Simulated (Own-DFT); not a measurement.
# Strain and stress in 4H SiC, 72 atoms (C36Si36)

The numbers are computed, not measured, by runs of the plane-wave DFT program Own-DFT (in-house, retired, unreviewed) at fixed positions, with no spin and no spin-orbit coupling.

Settings: PBE; PseudoDojo norm-conserving scalar-relativistic files; cutoff 42 hartree; 4 x 4 x 3 k mesh centred on Gamma; Fermi-Dirac smearing of 0.1 eV.

Known weak points: forces on such cells passed a denser k mesh, each cell not checked; stress not checked against mesh or cutoff.

Unstrained cell vectors in Å: (9.248, 0.000, 0.000); (-4.624, 8.009, 0.000); (0.000, 0.000, 10.068). The unstrained cell has measured lattice constants (interpolated for alloys), not those of this functional. That, the random moves and any unrelaxed bonds set the pressure at no strain. In each run the cell takes a homogeneous strain; fractional positions stay. Random moves of width 0.05 Å per axis were added to every atom. Strain is the symmetric tensor, in per cent. Stress is positive in tension, and the pressure is minus a third of its trace.

| run | e_xx (%) | e_yy (%) | e_zz (%) | e_yz (%) | e_xz (%) | e_xy (%) | s_xx (GPa) | s_yy (GPa) | s_zz (GPa) | s_yz (GPa) | s_xz (GPa) | s_xy (GPa) | P (GPa) | E (meV/atom) |
|---|---|---|---|---|---|---|---|---|---|---|---|---|---|---|
| 1 | 1.82 | 1.55 | 0.61 | 0.55 | -1.61 | -1.35 | 7.21 | 3.12 | -1.86 | 2.77 | -4.80 | -5.44 | -2.82 | 31.6 |
| 2 | -0.81 | -1.38 | 0.77 | -1.06 | 0.30 | -1.08 | -11.87 | -11.80 | -2.69 | -3.64 | 0.03 | -5.66 | 8.79 | 27.9 |
| 3 | 1.78 | -0.17 | 1.50 | -0.95 | 0.85 | 1.74 | 3.15 | -4.83 | 4.18 | -3.48 | 2.95 | 8.49 | -0.83 | 21.6 |
| 4 | 1.36 | 0.21 | 1.78 | 1.53 | -0.73 | 0.56 | 3.24 | -1.28 | 4.17 | 4.82 | -1.55 | 2.15 | -2.05 | 16.2 |
| 5 | 1.33 | -1.81 | -0.58 | 1.94 | -0.20 | -1.46 | 0.25 | -14.67 | -9.06 | 6.33 | -1.44 | -6.09 | 7.83 | 25.0 |
| 6 | -0.80 | -1.99 | 1.98 | -0.30 | 1.55 | -0.88 | -10.29 | -17.86 | 3.64 | -2.77 | 5.49 | -3.14 | 8.17 | 52.7 |
| 7 | 0.98 | 0.72 | 0.93 | 1.45 | -1.41 | -1.62 | 1.03 | 1.24 | -1.57 | 3.75 | -4.85 | -7.97 | -0.23 | 17.6 |
| 8 | -1.67 | -0.28 | 0.40 | 1.08 | -0.68 | -0.58 | -14.93 | -7.65 | -4.06 | 3.86 | -3.14 | -2.56 | 8.88 | 15.8 |
| 9 | -1.96 | 0.95 | 1.25 | -1.54 | -1.89 | 1.97 | -18.22 | -0.94 | 1.05 | -5.86 | -5.79 | 11.02 | 6.04 | 52.6 |
| 10 | -1.82 | -0.39 | -1.28 | 1.74 | -0.20 | -0.74 | -16.12 | -12.28 | -14.47 | 5.90 | -1.86 | -3.24 | 14.29 | 54.7 |
| 11 | -0.29 | 1.02 | 0.80 | 1.02 | -1.54 | 0.08 | -6.43 | 0.99 | 0.88 | 2.96 | -4.73 | 0.09 | 1.52 | 0.0 |
| 12 | -1.98 | 0.12 | -1.78 | -0.21 | 1.18 | 0.03 | -16.90 | -8.38 | -18.22 | -1.49 | 4.17 | -1.33 | 14.50 | 49.6 |
| 13 | -0.57 | 0.84 | 0.50 | 0.24 | 0.02 | 1.36 | -7.64 | -0.92 | -1.62 | 0.65 | 0.27 | 5.98 | 3.40 | 4.4 |
| 14 | 1.33 | -0.32 | 0.35 | -1.95 | 1.25 | 0.81 | 3.34 | -6.49 | -3.82 | -6.42 | 4.17 | 3.05 | 2.32 | 27.4 |
| 15 | 1.18 | -1.88 | -1.00 | -0.04 | 1.37 | -0.60 | -0.38 | -15.05 | -12.74 | 0.32 | 5.34 | -3.69 | 9.39 | 29.7 |
| 16 | -1.70 | -1.54 | -1.83 | 0.65 | -0.41 | 1.11 | -17.56 | -15.55 | -20.73 | 2.33 | -1.89 | 4.40 | 17.95 | 51.0 |
| 17 | 1.58 | -1.14 | -1.73 | -1.43 | -0.18 | 1.39 | ? | ? | ? | ? | ? | ? | ? | ? |

E is the free energy for each atom above the lowest run shown.

## What the rows give

Regress every stress component on the fractional strains (shears doubled) of the visible runs, with a constant. Shear strains stay in the fit of a normal stress only where such slopes are resolved. The slopes, in GPa:

| stress | at no strain | per e_xx | per e_yy | per e_zz | scatter |
|---|---|---|---|---|---|
| s_xx | -5.5 | 592 ± 20 | 79 ± 25 | 5 ± 25 | 1.06 |
| s_yy | -5.6 | 83 ± 25 | 545 ± 31 | 68 ± 31 | 1.31 |
| s_zz | -6.3 | 37 ± 22 | 62 ± 28 | 610 ± 28 | 1.18 |

The slope of each shear stress on twice its own strain, from a fit on all six strains: yz 161 ± 9, xz 174 ± 12, xy 233 ± 11 GPa. These are stiffnesses along x, y and z of the frame in which the cell vectors are given, with the crystal's c axis along z: C11, C12, C13 and C33. Hexagonal symmetry asks that xx and yy behave alike, which is a second check on the noise. No internal relaxation is included, and where it is allowed it would reduce some of the slopes. Slopes across the diagonal should nearly agree, so their difference gauges the noise. A ninth of the table's sum, 231 ± 5 GPa, estimates the bulk modulus near the mean pressure of these runs, 6.1 GPa, so it lies above the value at zero pressure.

## Check

Asked: what normal stresses and pressure should run 17 give?

The fit gives s_xx = 2.9, s_yy = -11.7, s_zz = -17.0 and P = 8.6 GPa. DFT gave 2.24, -11.01, -18.09 and P = 8.95 GPa.
